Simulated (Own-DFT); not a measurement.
# Device materials side by side: how hard are they to compress?

No measurement is shown. These are fixed-geometry runs of a retired plane-wave code named Own-DFT, which no person has reviewed; spin and spin-orbit coupling are neglected.

Known weak points (not all hold for every row): forces on such cells moved up to 12 meV/angstrom on a denser k mesh; forces not confirmed at this smearing and k mesh; k mesh not checked against a denser one; forces on such cells passed a denser k mesh, each cell not checked; stress not checked against mesh or cutoff.

All runs are PBE with PseudoDojo norm-conserving files; cutoff and k mesh are each material's own. Every cell starts from measured lattice constants and was given uniform random strains and small random moves of its atoms. Each triple is the change of volume in per cent, the rms move u in Å and the pressure in GPa.

- 3C SiC (C48Si48), 10.36 Å³/atom unstrained: (-3.72, 0.051, 14.76); (-1.90, 0.051, 10.06); (-0.49, 0.047, 6.80); (-0.16, 0.052, 6.34); (-0.14, 0.052, 6.28); (0.65, 0.049, 4.21); (1.08, 0.050, 2.80)
- wurtzite AlN (Al64N64), 10.45 Å³/atom unstrained: (-1.30, 0.051, 8.67); (-0.65, 0.048, 6.69); (1.29, 0.053, 3.13); (1.69, 0.049, 2.08); (2.66, 0.048, 0.37); (3.06, 0.054, -0.44); (3.91, 0.049, -1.95)
- wurtzite GaN (Ga48N48), 11.42 Å³/atom unstrained: (-2.02, 0.055, 11.88); (-1.05, 0.048, 9.13); (-0.35, 0.050, 7.60); (0.12, 0.053, 7.47); (0.24, 0.052, 6.60); (1.39, 0.052, 4.70); (1.81, 0.053, 4.08)
- diamond silicon (Si64), 20.02 Å³/atom unstrained: withheld
- zincblende InP (In48P48), 25.27 Å³/atom unstrained: (-2.67, 0.050, 5.76); (-1.80, 0.049, 5.14); (-1.71, 0.050, 4.90); (-1.30, 0.052, 4.74); (0.75, 0.053, 3.23); (0.88, 0.051, 3.01); (2.24, 0.050, 2.22)
- grey tin (Sn64), 34.15 Å³/atom unstrained: (-3.11, 0.051, 5.50); (-1.92, 0.047, 4.73); (-1.60, 0.048, 4.55); (-0.53, 0.050, 3.95); (1.08, 0.050, 3.17); (1.38, 0.049, 2.94); (1.78, 0.047, 2.74)

## Worked fit

Fit a line to each set against the fractional change of volume; B is minus its slope, and u is nearly the same within a set. To take it to zero pressure, assume that B rises by 4 GPa for each GPa: B0 = B - 4 x (mean pressure). The bond length of an ideal tetrahedral crystal with the unstrained volume v is d = (√3/4)(8 v)^(1/3). Cohen's empirical rule reads B0 = (1971 - 220 L) d^(-3.5) GPa, with L = 0 for group IV crystals and SiC and 1 for III-V compounds.

```
material,L,d (Å),B (GPa),mean P (GPa),B0 (GPa),rule (GPa)
3C SiC (C48Si48),0,1.888,242 ± 6,7.3,213 ± 6,213
wurtzite AlN (Al64N64),1,1.893,200 ± 5,2.7,190 ± 5,188
wurtzite GaN (Ga48N48),1,1.950,197 ± 13,7.4,168 ± 13,169
diamond silicon (Si64),0,2.352,?,?,?,99
zincblende InP (In48P48),1,2.541,73 ± 2,4.1,56 ± 2,67
grey tin (Sn64),0,2.810,55 ± 1,3.9,39 ± 1,53
```

A line through ln[B0/(1971 - 220 L)] against ln d has a slope of -4.2 ± 0.1 and a scatter of 2 %. Against the rule, B0 stands at 100 % for 3C SiC, 101 % for wurtzite AlN, 99 % for wurtzite GaN, 84 % for zincblende InP, 74 % for grey tin. PBE tends to make silicon and heavier crystals too soft, and the rule itself is only a guide.

## Prediction

The question: what B0 does the fitted trend give for diamond silicon (Si64)?

From the line: 85 GPa. Its own runs give B = 99 ± 5 GPa at a mean pressure of 2.3 GPa, so B0 = 89 GPa.
